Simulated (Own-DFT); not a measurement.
# Which defects push the lattice out? 2H SiC

No measurement is shown. These are fixed-geometry runs of a retired plane-wave code named Own-DFT, which no person has reviewed; spin and spin-orbit coupling are neglected.

All runs used: PBE; PseudoDojo norm-conserving scalar-relativistic files; cutoff 42 hartree; 4 x 4 x 3 k mesh centred on Gamma; Fermi-Dirac smearing of 0.1 eV.

Known weak points (not all hold for every row): some atoms lie very close together; not probed for a lower state with spin; forces on such cells moved up to 12 meV/angstrom on a denser k mesh; forces on such cells passed a denser k mesh, each cell not checked; stress not checked against mesh or cutoff.

All runs share one cell, with vectors in Å (9.248, 0.000, 0.000); (-4.624, 8.009, 0.000); (0.000, 0.000, 10.068) and a volume of 745.7 Å³. The atoms are randomly displaced, by u rms on each axis. The defect's site can differ from row to row.

| cell | formula | u (Å) | P (GPa) |
|---|---|---|---|
| no defect | C36Si36 | 0.0301 | 3.84 |
| no defect | C36Si36 | 0.0324 | 4.11 |
| no defect | C36Si36 | 0.0560 | 5.85 |
| one Al on a Si site and one N on a C site | AlC35NSi35 | 0.0298 | 4.11 |
| one Al on a Si site and one N on a C site | AlC35NSi35 | 0.0307 | 4.20 |
| one Al on a Si site and one N on a C site | AlC35NSi35 | 0.0498 | 5.44 |
| one Si on a C site | C35Si37 | 0.0283 | 10.79 |
| one Si on a C site | C35Si37 | 0.0291 | 10.04 |
| one Si on a C site | C35Si37 | 0.0483 | 12.02 |
| one C vacancy | C35Si36 | 0.0295 | 3.61 |
| one C vacancy | C35Si36 | 0.0302 | ? |
| one C vacancy | C35Si36 | 0.0319 | 3.77 |
| one C vacancy | C35Si36 | 0.0325 | 3.82 |
| one C on a Si site and one Si on a C site | C36Si36 | 0.0300 | 7.23 |
| one C on a Si site and one Si on a C site | C36Si36 | 0.0304 | 7.33 |
| one C on a Si site and one Si on a C site | C36Si36 | 0.0496 | 8.91 |

## Analysis

P = P0 + c u² + a shift for each defect gives P0 = 3.02 GPa, c = 932 ± 76 GPa/Å² and a scatter of 0.21 GPa. The shifts, and each times the cell's volume:

- one Si on a C site: 6.70 ± 0.18 GPa, 31.2 eV
- one C on a Si site and one Si on a C site: 3.48 ± 0.18 GPa, 16.2 eV
- one Al on a Si site and one N on a C site: 0.23 ± 0.18 GPa, 1.1 eV (not resolved)
- one C vacancy: -0.20 ± 0.18 GPa, -0.9 eV (not resolved)

A positive shift means that the defect pushes the cell outwards. Shift times volume (160.2 GPa Å³ is 1 eV) depends little on the cell's size, so, taken for each site, it can be compared between cells at like pressure. The atoms around the defects weren't relaxed, which would change these numbers.

## Prediction

Question: what pressure belongs in the blank (one C vacancy, u = 0.0302 Å)?

The fitted form gives 3.67 ± 0.25 GPa. The calculation gave 3.72 GPa.
